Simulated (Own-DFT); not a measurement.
# Point defects and the pressure they add: diamond germanium

Source: density functional calculations with Own-DFT, an unreviewed in-house program that is no longer used. Nothing was measured or relaxed, and spin and spin-orbit coupling are left out.

Common settings: PBE; PseudoDojo norm-conserving scalar-relativistic files; cutoff 42 hartree; 5 x 5 x 5 k mesh centred on Gamma; Fermi-Dirac smearing of 0.1 eV.

Limits (not all hold for every row): not probed for a lower state with spin; k mesh not checked against a denser one; stress not checked against mesh or cutoff.

All runs share one cell, with vectors in Å (0.000, 5.658, 5.658); (5.658, 0.000, 5.658); (5.658, 5.658, 0.000) and a volume of 362.3 Å³. Atoms were moved at random from their sites; u is the rms move along one axis. The defect's site can differ from row to row.

```
cell,formula,u (Å),P (GPa)
no defect,Ge16,0.0189,3.89
no defect,Ge16,0.0210,3.92
no defect,Ge16,0.0531,4.41
one Ge vacancy,Ge15,0.0266,2.65
one Ge vacancy,Ge15,0.0267,2.86
one Ge vacancy,Ge15,0.0313,2.65
one Ge vacancy,Ge15,0.0326,?
one added Ge,Ge17,0.0261,10.66
one added Ge,Ge17,0.0269,10.61
one added Ge,Ge17,0.0500,11.08
```

## What the rows give

P = P0 + c u² + a shift for each defect gives P0 = 3.81 GPa, c = 219 ± 38 GPa/Å² and a scatter of 0.09 GPa. The shifts, and each times the cell's volume:

- one added Ge: 6.69 ± 0.08 GPa, 15.1 eV
- one Ge vacancy: -1.27 ± 0.08 GPa, -2.9 eV

A positive shift means that the defect pushes the cell outwards. Shift times volume (160.2 GPa Å³ is 1 eV) depends little on the cell's size, so, taken for each site, it can be compared between cells at like pressure. The atoms around the defects weren't relaxed, which would change these numbers.

## Prediction

Q: what pressure belongs in the blank (one Ge vacancy, u = 0.0326 Å)?

From the fit: 2.78 ± 0.11 GPa. Computed: 2.49 GPa.
